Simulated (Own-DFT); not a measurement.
# A change of arrangement and its cost: C36Si36, 72 atoms

The numbers are computed, not measured, by runs of the plane-wave DFT program Own-DFT (in-house, retired, unreviewed) at fixed positions, with no spin and no spin-orbit coupling.

Settings: PBE; PseudoDojo norm-conserving scalar-relativistic files; cutoff 42 hartree; 4 x 4 x 3 k mesh centred on Gamma; Fermi-Dirac smearing of 0.1 eV.

Limits: forces on such cells passed a denser k mesh, each cell not checked; stress not checked against mesh or cutoff.

All cells hold the same atoms in the same cell, with vectors in Å (9.248, 0.000, 0.000); (-4.624, 8.009, 0.000); (0.000, 0.000, 10.068). u is the rms random offset of the atoms per axis. E is the free energy of the whole cell, counted from the lowest run. The arrangements:

- A: 2H SiC
- B: 4H SiC

```
arrangement   u (Å)  E (eV)  P (GPa)
          A  0.0300   0.757     3.86
          A  0.0313   1.222     3.95
          A  0.0332   1.218     3.98
          A  0.0584   8.208     6.36
          A  0.0586   7.943     6.27
          A  0.0605   8.354     6.36
          B  0.0263   0.000     3.52
          B  0.0319   0.966     3.93
          B  0.0321   1.077     3.92
          B  0.0570   6.760     5.73
          B  0.0605   8.133     6.16
          B  0.0624   9.843     6.74
```

Q: what order do the arrangements take when the shaking is discounted?

## Solution

Fit E = a + b u², with one b for all and one a for each arrangement, and with residuals divided by u², since the noise grows with the moves. Then b = 2827 eV/Å², the scatter at u = 0.04 Å is 0.21 eV, and against A:

- B: -0.19 ± 0.10 eV (not told apart from A)

The cells share one lattice and weren't relaxed, which can shift such small differences either way.
